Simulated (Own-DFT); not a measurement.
# Which defects push the lattice out? 2H SiC

Everything here is calculated. The program is Own-DFT (plane waves, in-house, since retired, never reviewed by a person); positions were held fixed, and spin and spin-orbit coupling were off.

Settings: PBE; PseudoDojo norm-conserving scalar-relativistic files; cutoff 42 hartree; 4 x 4 x 3 k mesh centred on Gamma; Fermi-Dirac smearing of 0.1 eV.

Limits (not all hold for every row): some atoms lie very close together; not probed for a lower state with spin; forces on such cells passed a denser k mesh, each cell not checked; stress not checked against mesh or cutoff.

All runs share one cell, with vectors in Å (9.248, 0.000, 0.000); (-4.624, 8.009, 0.000); (0.000, 0.000, 10.068) and a volume of 745.7 Å³. Atoms were moved at random from their sites; u is the rms move along one axis. The defect's site can differ from row to row.

| cell | formula | u (Å) | P (GPa) |
|---|---|---|---|
| no defect | C36Si36 | 0.0312 | 3.90 |
| no defect | C36Si36 | 0.0319 | 3.92 |
| no defect | C36Si36 | 0.0613 | 5.92 |
| two N on a C site each | C34N2Si36 | 0.0284 | 2.81 |
| two N on a C site each | C34N2Si36 | 0.0296 | ? |
| two N on a C site each | C34N2Si36 | 0.0512 | 4.56 |
| two N on a C site each | C34N2Si36 | 0.0552 | 4.62 |
| two Al on a Si site each | Al2C36Si34 | 0.0276 | 5.65 |
| two Al on a Si site each | Al2C36Si34 | 0.0289 | 5.90 |
| two Al on a Si site each | Al2C36Si34 | 0.0537 | 7.73 |
| one Si on a C site | C35Si37 | 0.0259 | 10.35 |
| one Si on a C site | C35Si37 | 0.0313 | 10.40 |
| one Si on a C site | C35Si37 | 0.0497 | 12.76 |
| one C on a Si site | C37Si35 | 0.0294 | 1.94 |
| one C on a Si site | C37Si35 | 0.0306 | 1.65 |
| one C on a Si site | C37Si35 | 0.0514 | 3.29 |

## Working it out

P = P0 + c u² + a shift for each defect gives P0 = 2.86 GPa, c = 899 ± 80 GPa/Å² and a scatter of 0.31 GPa. The shifts, and each times the cell's volume:

- one Si on a C site: 7.08 ± 0.26 GPa, 32.9 eV
- two Al on a Si site each: 2.23 ± 0.25 GPa, 10.4 eV (5.2 eV for each of its 2 sites)
- two N on a C site each: -0.80 ± 0.25 GPa, -3.7 eV (-1.9 eV for each of its 2 sites)
- one C on a Si site: -1.89 ± 0.25 GPa, -8.8 eV

Positive is outwards. The product with the volume (160.2 GPa Å³ to the eV) is nearly free of the cell's size; divided by the bulk modulus at the cell's pressure it gives the volume that the defect adds. The atoms around the defects weren't relaxed, which would change these numbers.

## Withheld run

Asked: what pressure belongs in the blank (two N on a C site each, u = 0.0296 Å)?

Estimate: 2.85 ± 0.37 GPa. The hidden result is 2.99 GPa.
